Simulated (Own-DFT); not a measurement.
HfO₂ (monoclinic hafnia, atoms displaced) (calculated)

All values are calculated (Own-DFT development build). A calculation, not a measurement: plane-wave PBE density functional theory by an unreviewed code, no spin, of a simulated periodic cell, stress positive in tension, free energy of the whole cell less one offset for each atom, hafnium file: forces about 75 meV/angstrom off all-electron values; oxygen file: force components 24 meV/angstrom off all-electron in one glass; forces on such cells passed a denser k mesh, this cell's mesh not checked; offsets are fitted by least squares, one for each functional and potential file, so energies compare only between cells with the same atoms and settings and are not formation energies; the far tail of each file's local potential was reset to the Coulomb form; each entry is a single point on an unrelaxed cell, so the pressure reflects the starting lattice, mostly measured values, from which strain is counted, and rises with the displacements; printed positions are rounded, which can move forces by about a meV/angstrom; the program is a retired in-house code; no spin-orbit coupling; before rounding, a Quantum ESPRESSO 7.3.1 run of the same cell and cutoff gave forces within 1 meV/angstrom rms on each cell, which checks the program and not the settings.

Settings shared by all entries: functional PBE; potential files PseudoDojo norm-conserving, scalar-relativistic, standard set; wave cutoff 72 hartree; occupations Fermi-Dirac; smearing width 0.1 eV; k mesh 2 x 2 x 2 centred on Gamma.

(1) 
```cif
# cell vector a (Å): 10.2340 0.0000 0.0000
# cell vector b (Å): 0.0000 10.3500 0.0000
# cell vector c (Å): -1.6955 0.0000 10.4453
data_HfO2
_symmetry_space_group_name_H-M 'P 1'
_symmetry_Int_Tables_number 1
_cell_length_a 10.2340
_cell_length_b 10.3500
_cell_length_c 10.5820
_cell_angle_alpha 90.000
_cell_angle_beta 99.220
_cell_angle_gamma 90.000
_cell_volume 1106.39
loop_
_atom_site_label
_atom_site_type_symbol
_atom_site_fract_x
_atom_site_fract_y
_atom_site_fract_z
_atom_site_occupancy
Hf1 Hf 0.13435 0.02179 0.10820 1
Hf2 Hf 0.36091 0.25826 0.13853 1
Hf3 Hf 0.36851 0.47368 0.39749 1
Hf4 Hf 0.13512 0.22415 0.35628 1
O1 O 0.03028 0.18077 0.17049 1
O2 O 0.45402 0.41679 0.07837 1
O3 O 0.46528 0.34028 0.32890 1
O4 O 0.02625 0.08051 0.42485 1
O5 O 0.21746 0.37730 0.24066 1
O6 O 0.27080 0.13495 0.00676 1
O7 O 0.26912 0.12223 0.27130 1
O8 O 0.23443 0.36924 0.48846 1
Hf5 Hf 0.15471 0.02139 0.59286 1
Hf6 Hf 0.35825 0.25092 0.62363 1
Hf7 Hf 0.35259 0.46899 0.90622 1
Hf8 Hf 0.14632 0.21822 0.86942 1
O9 O 0.02261 0.17417 0.67307 1
O10 O 0.47470 0.41462 0.56894 1
O11 O 0.46783 0.33377 0.83616 1
O12 O 0.04394 0.07881 0.92508 1
O13 O 0.21740 0.37296 0.72658 1
O14 O 0.26891 0.13292 0.49043 1
O15 O 0.28724 0.12501 0.75352 1
O16 O 0.22130 0.37188 0.97316 1
Hf9 Hf 0.13699 0.51646 0.10289 1
Hf10 Hf 0.35091 0.75628 0.14066 1
Hf11 Hf 0.36416 0.98348 0.38829 1
Hf12 Hf 0.12117 0.73038 0.35445 1
O17 O 0.02823 0.67006 0.16339 1
O18 O 0.46870 0.92609 0.07223 1
O19 O 0.48255 0.83783 0.33224 1
O20 O 0.04615 0.57408 0.43799 1
O21 O 0.20607 0.86115 0.25596 1
O22 O 0.28134 0.62352 0.01029 1
O23 O 0.27808 0.60944 0.25213 1
O24 O 0.22022 0.85281 0.48663 1
Hf13 Hf 0.12830 0.51795 0.59948 1
Hf14 Hf 0.36910 0.77304 0.66586 1
Hf15 Hf 0.35505 0.97514 0.90752 1
Hf16 Hf 0.12747 0.73530 0.85445 1
O25 O 0.04837 0.67423 0.66804 1
O26 O 0.46833 0.91735 0.57276 1
O27 O 0.47036 0.82843 0.83602 1
O28 O 0.02877 0.58413 0.92839 1
O29 O 0.21763 0.86845 0.73632 1
O30 O 0.26914 0.62486 0.50941 1
O31 O 0.27657 0.61777 0.76545 1
O32 O 0.22304 0.86974 0.00190 1
Hf17 Hf 0.64596 0.02501 0.10818 1
Hf18 Hf 0.86229 0.27935 0.15045 1
Hf19 Hf 0.86190 0.47500 0.38749 1
Hf20 Hf 0.65560 0.22443 0.36370 1
O33 O 0.52725 0.15545 0.16972 1
O34 O 0.96542 0.41509 0.07326 1
O35 O 0.97032 0.32528 0.33757 1
O36 O 0.54811 0.08765 0.43365 1
O37 O 0.73541 0.38488 0.25329 1
O38 O 0.77442 0.11400 0.01722 1
O39 O 0.77874 0.12093 0.26112 1
O40 O 0.72669 0.36973 0.48620 1
Hf21 Hf 0.62382 0.01796 0.59493 1
Hf22 Hf 0.85581 0.27071 0.65031 1
Hf23 Hf 0.86580 0.48688 0.90286 1
Hf24 Hf 0.64186 0.22348 0.84502 1
O41 O 0.53800 0.15281 0.66600 1
O42 O 0.95423 0.42222 0.55943 1
O43 O 0.97391 0.33052 0.83015 1
O44 O 0.53137 0.08211 0.92297 1
O45 O 0.71974 0.38634 0.73912 1
O46 O 0.78069 0.12974 0.51639 1
O47 O 0.75999 0.12772 0.76320 1
O48 O 0.72130 0.36701 0.98688 1
Hf25 Hf 0.64415 0.51581 0.10218 1
Hf26 Hf 0.86898 0.76494 0.14500 1
Hf27 Hf 0.84960 0.99123 0.38389 1
Hf28 Hf 0.63004 0.71842 0.36335 1
O49 O 0.53516 0.66230 0.17359 1
O50 O 0.97555 0.90578 0.07655 1
O51 O 0.95162 0.83308 0.31338 1
O52 O 0.53159 0.58450 0.41174 1
O53 O 0.72556 0.89121 0.23675 1
O54 O 0.76905 0.63779 0.99343 1
O55 O 0.77206 0.61633 0.25584 1
O56 O 0.73297 0.86349 0.49855 1
Hf29 Hf 0.63157 0.52586 0.61044 1
Hf30 Hf 0.86507 0.76894 0.64292 1
Hf31 Hf 0.86015 0.97668 0.90158 1
Hf32 Hf 0.64806 0.72592 0.85245 1
O57 O 0.53269 0.64732 0.66472 1
O58 O 0.96998 0.91302 0.57994 1
O59 O 0.95688 0.84183 0.82912 1
O60 O 0.54879 0.57578 0.92297 1
O61 O 0.74076 0.86231 0.74167 1
O62 O 0.76994 0.62579 0.50736 1
O63 O 0.78612 0.62837 0.76641 1
O64 O 0.70971 0.87569 0.99211 1
_calc_free_energy_of_cell_above_offsets '-81.457'  # eV
_calc_pressure 9.6  # GPa
_calc_stress_xx -9.16  # GPa
_calc_stress_yy -9.82  # GPa
_calc_stress_zz -9.82  # GPa
_calc_stress_yz 0.28  # GPa
_calc_stress_xz -0.36  # GPa
_calc_stress_xy 0.4  # GPa
```

Force:
```csv
element,x (eV/Å),y (eV/Å),z (eV/Å)
Hf,-1.223,-0.911,0.454
Hf,1.63,3.514,2.909
Hf,-2.144,1.433,-0.225
Hf,-0.852,2.954,-0.702
O,1.409,-2.242,-0.585
O,0.873,-0.812,1.471
O,1.788,-3.038,-1.328
O,1.586,0.408,-0.565
O,0.148,-0.896,-1.194
O,0.974,-2.337,1.795
O,1.199,-1.176,-2.93
O,-0.811,-1.478,-0.554
Hf,-5.539,-2.379,1.7
Hf,0.967,5.776,4.42
Hf,4.509,1.867,-5.518
Hf,-1.963,3.631,-7.536
O,2.574,-2.118,-0.108
O,-1.12,-1.958,0.847
O,-0.166,-0.671,-1.14
O,-1.611,-1.436,0.929
O,0.835,-1.002,0.661
O,1.007,-2.422,1.449
O,-0.99,-1.598,-0.275
O,-2.547,-0.986,3.276
Hf,1.074,0.098,1.207
Hf,2.606,0.438,2.36
Hf,0.954,-3.897,0.236
Hf,1.3,-1.975,1.78
O,2.196,-2.312,0.601
O,-2.317,-1.932,0.966
O,-3.28,2.154,-0.665
O,-2.492,1.491,-5.833
O,2.888,3.031,-2.753
O,-1.367,0.535,-0.122
O,-0.809,1.293,-0.259
O,1.01,3.65,1.569
Hf,3.104,-1.007,3.672
Hf,-1.449,-3.039,-2.332
Hf,3.768,0.333,-1.08
Hf,0.749,-1.414,-1.372
O,-1.633,0.457,1.386
O,-3.115,-1.545,-0.026
O,-0.793,0.59,-0.663
O,1.9,1.425,-0.352
O,0.51,1.912,1.075
O,1.191,0.34,0.429
O,0.108,0.654,0.612
O,-0.348,0.093,-0.391
Hf,-1.942,-1.984,-1.488
Hf,-0.141,-1.067,-1.107
Hf,0.239,1.839,3.072
Hf,-2.358,2.934,-0.345
O,-0.298,1.415,1.517
O,-0.338,0.074,1.328
O,-1.171,0.657,-1.286
O,-2.373,0.258,-3.421
O,-1.251,-2.052,-2.779
O,1.912,2.541,-0.316
O,-0.359,2.849,-0.854
O,-0.545,-0.735,-0.194
Hf,5.719,-2.459,2.99
Hf,1.798,1.42,0.027
Hf,-1.353,-2.216,-2.906
Hf,-4.556,2.387,3.013
O,-2.786,2.891,0.675
O,-0.369,-1.59,2.802
O,-1.469,0.945,0.709
O,-0.117,0.467,-0.734
O,0.555,-0.552,0.635
O,-0.147,-0.547,-1.21
O,3.766,-2.749,-0.966
O,0.778,-0.1,1.504
Hf,-2.428,1.507,-1.05
Hf,-4.263,1.411,-0.979
Hf,1.185,-4.813,4.218
Hf,3.564,2.058,-2.09
O,-0.6,0.162,-0.684
O,-0.26,1.252,-0.464
O,0.712,0.351,2.147
O,-1.199,-1.664,1.661
O,-0.081,-0.904,0.534
O,1.809,-1.267,3.269
O,0.834,0.82,-0.615
O,-0.779,0.998,-1.603
Hf,4.609,-4.267,-2.454
Hf,0.714,0.214,-1.322
Hf,-1.372,0.395,-0.787
Hf,-1.309,0.624,0.443
O,-3.549,5.584,2.789
O,1.218,0.946,-0.533
O,2.947,-1.706,0.446
O,-1.201,-0.094,0.103
O,-2.769,2.56,0.205
O,0.463,-0.236,0.547
O,0.273,-1.285,-0.894
O,1.997,-0.771,-0.851
```

(2) 
```cif
# cell vector a (Å): 10.2340 0.0000 0.0000
# cell vector b (Å): 0.0000 10.3500 0.0000
# cell vector c (Å): -1.6955 0.0000 10.4453
data_HfO2
_symmetry_space_group_name_H-M 'P 1'
_symmetry_Int_Tables_number 1
_cell_length_a 10.2340
_cell_length_b 10.3500
_cell_length_c 10.5820
_cell_angle_alpha 90.000
_cell_angle_beta 99.220
_cell_angle_gamma 90.000
_cell_volume 1106.39
loop_
_atom_site_label
_atom_site_type_symbol
_atom_site_fract_x
_atom_site_fract_y
_atom_site_fract_z
_atom_site_occupancy
Hf1 Hf 0.12977 0.01391 0.08757 1
Hf2 Hf 0.36022 0.26194 0.14000 1
Hf3 Hf 0.36085 0.47481 0.39758 1
Hf4 Hf 0.14571 0.22649 0.34848 1
O1 O 0.04457 0.16175 0.17336 1
O2 O 0.46634 0.42056 0.07623 1
O3 O 0.46783 0.31910 0.32927 1
O4 O 0.02765 0.07638 0.42435 1
O5 O 0.22730 0.36914 0.24586 1
O6 O 0.27990 0.13418 0.01403 1
O7 O 0.27748 0.11786 0.26408 1
O8 O 0.22950 0.38144 0.48031 1
Hf5 Hf 0.13185 0.02613 0.59671 1
Hf6 Hf 0.36168 0.27912 0.64372 1
Hf7 Hf 0.37285 0.47162 0.90175 1
Hf8 Hf 0.13828 0.22943 0.86333 1
O9 O 0.02980 0.16472 0.65877 1
O10 O 0.46130 0.40644 0.57346 1
O11 O 0.45997 0.33698 0.85184 1
O12 O 0.04415 0.09415 0.90912 1
O13 O 0.22460 0.38930 0.75359 1
O14 O 0.27842 0.12955 0.49456 1
O15 O 0.27564 0.12484 0.77108 1
O16 O 0.23089 0.37196 0.98413 1
Hf9 Hf 0.12734 0.52055 0.09896 1
Hf10 Hf 0.36327 0.77774 0.15963 1
Hf11 Hf 0.36783 0.98172 0.40094 1
Hf12 Hf 0.13353 0.72746 0.35171 1
O17 O 0.02611 0.65958 0.16028 1
O18 O 0.45342 0.91598 0.06848 1
O19 O 0.46251 0.83126 0.32804 1
O20 O 0.03261 0.56791 0.41569 1
O21 O 0.22175 0.88907 0.23743 1
O22 O 0.27055 0.62629 0.01527 1
O23 O 0.26724 0.62075 0.25001 1
O24 O 0.23140 0.86313 0.49201 1
Hf13 Hf 0.15052 0.51296 0.59721 1
Hf14 Hf 0.35674 0.76777 0.64175 1
Hf15 Hf 0.34724 0.98598 0.89291 1
Hf16 Hf 0.13501 0.72455 0.86118 1
O25 O 0.04547 0.65870 0.67049 1
O26 O 0.46229 0.92369 0.59085 1
O27 O 0.47580 0.82784 0.82063 1
O28 O 0.04989 0.57384 0.91702 1
O29 O 0.21950 0.88003 0.74191 1
O30 O 0.27400 0.62633 0.50034 1
O31 O 0.28220 0.62574 0.76253 1
O32 O 0.23141 0.88059 0.99007 1
Hf17 Hf 0.62886 0.02071 0.09788 1
Hf18 Hf 0.87287 0.27804 0.15510 1
Hf19 Hf 0.86511 0.46902 0.38982 1
Hf20 Hf 0.63255 0.23112 0.35030 1
O33 O 0.52505 0.16273 0.17499 1
O34 O 0.96096 0.42055 0.07350 1
O35 O 0.94951 0.33467 0.32750 1
O36 O 0.51852 0.08316 0.41217 1
O37 O 0.73238 0.37096 0.23177 1
O38 O 0.77372 0.13312 0.01786 1
O39 O 0.78389 0.12875 0.25843 1
O40 O 0.73210 0.36680 0.48943 1
Hf21 Hf 0.64721 0.02070 0.59032 1
Hf22 Hf 0.84221 0.26624 0.65044 1
Hf23 Hf 0.85870 0.47321 0.89832 1
Hf24 Hf 0.64264 0.22871 0.86128 1
O41 O 0.53343 0.17009 0.68896 1
O42 O 0.95987 0.41496 0.57538 1
O43 O 0.96307 0.33206 0.82726 1
O44 O 0.54669 0.07878 0.92441 1
O45 O 0.73265 0.36923 0.74160 1
O46 O 0.77284 0.13587 0.50685 1
O47 O 0.76568 0.12249 0.75368 1
O48 O 0.71890 0.36609 0.99032 1
Hf25 Hf 0.62990 0.51740 0.10045 1
Hf26 Hf 0.84859 0.77910 0.14427 1
Hf27 Hf 0.86775 0.98173 0.39261 1
Hf28 Hf 0.62014 0.73043 0.33069 1
O49 O 0.54854 0.66271 0.18530 1
O50 O 0.98159 0.91551 0.08011 1
O51 O 0.96318 0.83329 0.31897 1
O52 O 0.53305 0.58044 0.42925 1
O53 O 0.71417 0.88265 0.23726 1
O54 O 0.77168 0.60816 0.01991 1
O55 O 0.78058 0.61517 0.24330 1
O56 O 0.73850 0.86870 0.48441 1
Hf29 Hf 0.63040 0.51104 0.60711 1
Hf30 Hf 0.86396 0.76321 0.64064 1
Hf31 Hf 0.87067 0.98032 0.88765 1
Hf32 Hf 0.65443 0.73889 0.87067 1
O57 O 0.54290 0.66495 0.67417 1
O58 O 0.96117 0.91031 0.58217 1
O59 O 0.96284 0.82267 0.81879 1
O60 O 0.53895 0.59358 0.92570 1
O61 O 0.69792 0.88679 0.72243 1
O62 O 0.77039 0.61237 0.52096 1
O63 O 0.78367 0.61692 0.76090 1
O64 O 0.73556 0.87262 0.00617 1
_calc_free_energy_of_cell_above_offsets '-82.440'  # eV
_calc_pressure 9.85  # GPa
_calc_stress_xx -10.51  # GPa
_calc_stress_yy -9.57  # GPa
_calc_stress_zz -9.46  # GPa
_calc_stress_yz -1.04  # GPa
_calc_stress_xz -0.68  # GPa
_calc_stress_xy -2.05  # GPa
```

Force:
```csv
element,x (eV/Å),y (eV/Å),z (eV/Å)
Hf,3.923,2.08,3.667
Hf,-0.521,2.128,1.766
Hf,1.562,1.541,-2.799
Hf,-0.372,-0.467,-0.059
O,-0.874,0.906,-0.091
O,-1.22,-1.569,1.869
O,-1.855,2.357,0.163
O,2.556,1.86,-0.662
O,-0.151,0.742,-1.112
O,-0.435,-1.359,-1.208
O,0.262,0.565,-0.961
O,-1.487,-2.541,1.405
Hf,0.113,-1.306,1.756
Hf,-0.723,-3.319,2.408
Hf,-4.073,6.443,-0.374
Hf,2.79,5.434,-3.661
O,0.079,0.332,1.17
O,0.703,0.708,0.158
O,4.029,-4.857,-3.289
O,-4.559,-5.409,1.51
O,0.688,-1.148,-2.735
O,-1.125,1.273,2.365
O,-0.326,1.064,-1.768
O,-1.064,-0.824,1.743
Hf,2.782,0.447,0.707
Hf,-2.468,-1.166,-3.729
Hf,-3.166,-1.225,0.125
Hf,-0.143,-0.982,-0.532
O,-0.626,1.797,0.832
O,1.694,-0.099,1.398
O,-0.592,0.661,0.414
O,1.866,2.145,-0.377
O,0.346,-1.499,0.253
O,0.853,1.598,0.424
O,0.393,-0.073,1.641
O,-1.193,0.294,-0.976
Hf,-3.952,1.173,2.088
Hf,1.733,-0.01,2.567
Hf,3.534,-2.279,-1.331
Hf,3.2,-0.613,-1.905
O,-0.752,0.797,-0.23
O,0.528,0.657,-1.812
O,-1.052,1.236,1.417
O,-2.725,-1.079,-0.134
O,0.302,0.609,-0.185
O,0.402,-0.083,0.248
O,0.079,-0.196,-0.339
O,-1.989,-1.314,-0.266
Hf,0.226,1.489,1.264
Hf,-1.581,-2.349,-2.546
Hf,-3.501,4.374,3.031
Hf,2.487,-0.38,0.068
O,1.604,-0.991,-0.78
O,0.051,-0.941,0.397
O,5.546,-4.125,-0.273
O,3.9,1.227,1.134
O,-2.677,0.977,0.476
O,1.392,-1.047,-1.188
O,-0.856,-1.51,0.504
O,-2.062,-0.492,-0.403
Hf,-2.916,-1.057,1.101
Hf,5.553,1.18,-2.503
Hf,0.369,1.021,-1.335
Hf,-1.113,-0.571,0.103
O,-0.704,0.449,-1.975
O,1.215,-0.436,0.454
O,0.273,-0.571,0.481
O,-1.689,-0.363,-0.513
O,-3.087,1.983,1.09
O,-0.323,-1.306,-0.694
O,1.461,-1.541,1.442
O,0.467,0.744,-0.19
Hf,2.884,-0.891,0.566
Hf,2.605,-4.064,2.528
Hf,-2.447,-0.936,-0.297
Hf,5.641,0.009,9.752
O,-4.495,-0.996,-6.288
O,-3.991,-1.761,-2.024
O,-0.179,0.24,0.154
O,-0.552,-0.063,-1.052
O,0.126,-0.173,-0.113
O,1.665,3.042,-1.836
O,-0.449,0.779,1.913
O,-1.382,0.482,-0.155
Hf,2.264,3.387,-0.068
Hf,-0.94,-2.506,-1.208
Hf,-0.998,0.477,-0.336
Hf,-3.033,-2.116,-4.399
O,-0.486,-0.739,-0.356
O,1.737,1.541,-0.6
O,-1.882,2.285,1.915
O,-0.145,-0.212,0.338
O,2.929,-1.384,2.867
O,0.563,1.246,-0.756
O,-0.478,0.276,1.606
O,0.037,0.877,-2.857
```
